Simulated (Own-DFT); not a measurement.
# What a defect does to the pressure of its cell: grey tin

Everything here is calculated. The program is Own-DFT (plane waves, in-house, since retired, never reviewed by a person); positions were held fixed, and spin and spin-orbit coupling were off.

Common settings: PBE; PseudoDojo norm-conserving scalar-relativistic files; cutoff 42 hartree; 3 x 3 x 3 k mesh centred on Gamma; cold (Marzari-Vanderbilt) smearing of 0.2 eV.

Limits (not all hold for every row): not probed for a lower state with spin; forces on such cells moved up to 12 meV/angstrom on a denser k mesh; stress not checked against mesh or cutoff.

All runs share one cell, with vectors in Å (12.978, 0.000, 0.000); (0.000, 12.978, 0.000); (0.000, 0.000, 12.978) and a volume of 2185.9 Å³. u is the rms random offset of the atoms per axis. The defect's site can differ from row to row.

| cell | formula | u (Å) | P (GPa) |
|---|---|---|---|
| no defect | Sn64 | 0.0195 | 3.38 |
| no defect | Sn64 | 0.0204 | 3.38 |
| no defect | Sn64 | 0.0539 | 3.71 |
| one Sn vacancy | Sn63 | 0.0284 | 3.27 |
| one Sn vacancy | Sn63 | 0.0303 | 3.24 |
| one Sn vacancy | Sn63 | 0.0486 | 3.47 |
| two Sn vacancies | Sn62 | 0.0288 | ? |
| two Sn vacancies | Sn62 | 0.0316 | 3.16 |
| two Sn vacancies | Sn62 | 0.0500 | 3.32 |
| two Sn vacancies | Sn62 | 0.0549 | 3.40 |

## Working it out

P = P0 + c u² + a shift for each defect gives P0 = 3.33 GPa, c = 132 ± 7 GPa/Å² and a scatter of 0.02 GPa. The shifts, and each times the cell's volume:

- one Sn vacancy: -0.18 ± 0.02 GPa, -2.4 eV
- two Sn vacancies: -0.32 ± 0.02 GPa, -4.3 eV (-2.2 eV for each of its 2 sites)

Against the defect-free cell, a freed cell would be larger where the shift is positive and smaller where it is negative (160.2 GPa Å³ is 1 eV). The atoms around the defects weren't relaxed, which would change these numbers.

## Check

The question: what pressure belongs in the blank (two Sn vacancies, u = 0.0288 Å)?

The fitted form gives 3.12 ± 0.02 GPa. The calculation gave 3.11 GPa.
